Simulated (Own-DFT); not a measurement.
# Point defects and the pressure they add: D0_22 TiAl3

Everything here is calculated. The program is Own-DFT (plane waves, in-house, since retired, never reviewed by a person); positions were held fixed, and spin and spin-orbit coupling were off.

Method: PBE; PseudoDojo norm-conserving scalar-relativistic files; cutoff 42 hartree; 4 x 4 x 4 k mesh centred on Gamma; cold (Marzari-Vanderbilt) smearing of 0.2 eV.

Known weak points: forces on such cells failed a check on a denser k mesh; stress not checked against mesh or cutoff.

All runs share one cell, with vectors in Å (-2.365, -6.981, 4.326); (-7.667, 3.491, 1.442); (-2.950, -3.488, -7.241) and a volume of 625.4 Å³. The atoms are randomly displaced, by u rms on each axis. The defect's site can differ from row to row.

```
cell,formula,u (Å),P (GPa)
no defect,Al30Ti10,0.0211,1.99
no defect,Al30Ti10,0.0481,2.53
no defect,Al30Ti10,0.0487,2.70
two Ti on an Al site each,Al28Ti12,0.0298,?
two Ti on an Al site each,Al28Ti12,0.0328,3.28
two Ti on an Al site each,Al28Ti12,0.0500,3.80
two Ti on an Al site each,Al28Ti12,0.0526,3.69
two Al on a Ti site each,Al32Ti8,0.0301,2.89
two Al on a Ti site each,Al32Ti8,0.0460,3.30
two Al on a Ti site each,Al32Ti8,0.0515,3.44
one Ti vacancy,Al30Ti9,0.0309,1.88
one Ti vacancy,Al30Ti9,0.0457,2.26
one Ti vacancy,Al30Ti9,0.0550,2.25
two Al vacancies,Al28Ti10,0.0292,1.24
two Al vacancies,Al28Ti10,0.0531,1.72
two Al vacancies,Al28Ti10,0.0532,1.81
```

## Worked fit

P = P0 + c u² + a shift for each defect gives P0 = 1.94 GPa, c = 274 ± 30 GPa/Å² and a scatter of 0.10 GPa. The shifts, and each times the cell's volume:

- two Ti on an Al site each: 1.07 ± 0.08 GPa, 4.2 eV (2.1 eV for each of its 2 sites)
- two Al on a Ti site each: 0.75 ± 0.08 GPa, 2.9 eV (1.5 eV for each of its 2 sites)
- one Ti vacancy: -0.36 ± 0.08 GPa, -1.4 eV
- two Al vacancies: -0.94 ± 0.08 GPa, -3.7 eV (-1.8 eV for each of its 2 sites)

Against the defect-free cell, a freed cell would be larger where the shift is positive and smaller where it is negative (160.2 GPa Å³ is 1 eV). The atoms around the defects weren't relaxed, which would change these numbers.

## Test on the hidden row

Asked: what pressure belongs in the blank (two Ti on an Al site each, u = 0.0298 Å)?

The fitted form gives 3.25 ± 0.12 GPa. DFT gave 3.27 GPa.
